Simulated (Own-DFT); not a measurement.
# How strain changes the stress of 4H SiC, 72 atoms (C36Si36)

These are calculations, not measurements. They come from Own-DFT, an in-house plane-wave density functional program, since retired, whose code no person has reviewed. Each row is one single-point run on a periodic cell that was not relaxed, without spin or spin-orbit coupling.

Settings of every run: PBE; PseudoDojo norm-conserving scalar-relativistic files; cutoff 42 hartree; 4 x 4 x 3 k mesh centred on Gamma; Fermi-Dirac smearing of 0.1 eV.

Known limits: forces on such cells passed a denser k mesh, each cell not checked; stress not checked against mesh or cutoff.

Unstrained cell vectors in Å: (9.248, 0.000, 0.000); (-4.624, 8.009, 0.000); (0.000, 0.000, 10.068). The unstrained cell has measured lattice constants (interpolated for alloys), not those of this functional. That, the random moves and any unrelaxed bonds set the pressure at no strain. Each run strains this cell uniformly, with the atoms carried along. Every atom was also moved at random, by a Gaussian of width 0.05 Å on each axis. Strain is the symmetric tensor, in per cent. Stress is positive in tension, and the pressure is minus a third of its trace.

```
run,e_xx (%),e_yy (%),e_zz (%),e_yz (%),e_xz (%),e_xy (%),s_xx (GPa),s_yy (GPa),s_zz (GPa),s_yz (GPa),s_xz (GPa),s_xy (GPa),P (GPa),E (meV/atom)
1,1.91,0.82,-1.18,1.63,0.73,0.60,4.81,-0.78,-8.68,5.96,2.81,2.64,1.55,1.7
2,-1.88,1.94,-0.81,1.74,1.74,-1.62,-13.60,3.33,-11.98,5.04,5.24,-6.14,7.42,41.2
3,-0.98,-0.05,0.82,-0.58,-0.84,1.71,-9.09,-5.24,-1.83,-2.09,-2.02,7.71,5.39,0.0
4,-1.64,-1.19,-0.19,-0.79,-0.31,0.60,-15.69,-14.36,-6.61,-3.15,-0.85,2.04,12.22,14.1
5,-0.20,1.37,-1.48,-0.06,-0.59,1.82,-6.20,1.68,-15.64,0.07,-1.78,8.03,6.72,37.0
6,-1.71,-0.79,-0.35,1.52,1.74,-1.18,-16.92,-11.73,-7.88,3.89,7.14,-3.75,12.18,42.8
7,1.26,-0.07,-0.35,1.12,0.34,1.47,2.40,-4.66,-8.29,3.27,0.64,7.45,3.52,8.9
8,-0.43,-1.69,-0.38,-1.30,-1.12,-0.20,-9.67,-14.94,-9.36,-5.07,-3.67,-1.51,11.32,25.9
9,0.71,-1.54,-1.44,-0.11,0.56,-0.49,-5.33,-10.35,-16.27,-0.81,2.67,-2.01,10.65,24.1
10,0.92,-0.26,0.77,0.70,-1.65,-0.69,0.45,-4.81,-3.18,2.58,-4.69,-3.52,2.51,27.9
11,-1.02,-0.28,-0.21,-2.00,-0.18,-0.70,-11.07,-9.21,-7.41,-6.75,-0.60,-1.79,9.23,33.5
12,1.29,1.46,0.26,-1.14,-1.14,-1.29,3.52,3.40,-3.12,-4.29,-3.03,-5.09,-1.27,4.4
13,1.65,-0.88,-1.11,0.81,-1.04,0.87,4.21,-10.38,-11.02,1.70,-3.23,2.81,5.73,3.7
14,0.25,-0.20,-0.45,0.85,-0.85,0.74,-3.53,-6.73,-8.19,4.08,-2.16,2.92,6.15,13.4
15,-0.52,-1.93,-0.54,-0.09,-1.94,-0.72,-10.53,-15.26,-11.19,-0.39,-6.56,-3.54,12.33,23.4
16,-0.82,-1.55,0.93,-1.32,-0.56,-1.38,-10.67,-13.27,-3.27,-4.74,-0.66,-6.93,9.07,33.0
17,-0.98,1.00,-0.16,-0.60,1.73,1.35,?,?,?,?,?,?,?,?
```

E is the free energy for each atom above the lowest run shown.

## Worked fit

Each stress component was fitted by least squares to a constant and the strains of the runs shown, as fractions, with shears doubled. Shear strains stay in the fit of a normal stress only where such slopes are resolved. The slopes, in GPa:

```
stress  at no strain  per e_xx  per e_yy  per e_zz  scatter
  s_xx          -4.9  568 ± 19  114 ± 20  101 ± 31     0.89
  s_yy          -5.3   90 ± 27  512 ± 28   35 ± 44     1.26
  s_zz          -6.2   53 ± 33   44 ± 34  548 ± 54     1.53
```

Each shear stress against twice its own strain: yz 170 ± 10, xz 174 ± 11, xy 218 ± 8 GPa. These are stiffnesses along x, y and z of the frame in which the cell vectors are given, which need not be the crystal's axes. The atoms are held to the strained lattice; where symmetry lets them move under strain, relaxing them would lower some slopes. The table should be nearly symmetric about its diagonal, and what it lacks of that shows the noise. A ninth of its sum, 230 ± 5 GPa, estimates the bulk modulus near the mean pressure of these runs, 7.2 GPa, so it lies above the value at zero pressure.

## Withheld run

Question: what normal stresses and pressure should run 17 give?

The fit gives s_xx = -9.5, s_yy = -1.2, s_zz = -7.2 and P = 5.9 GPa. The calculation gave -9.12, -1.74, -6.11 and P = 5.66 GPa.
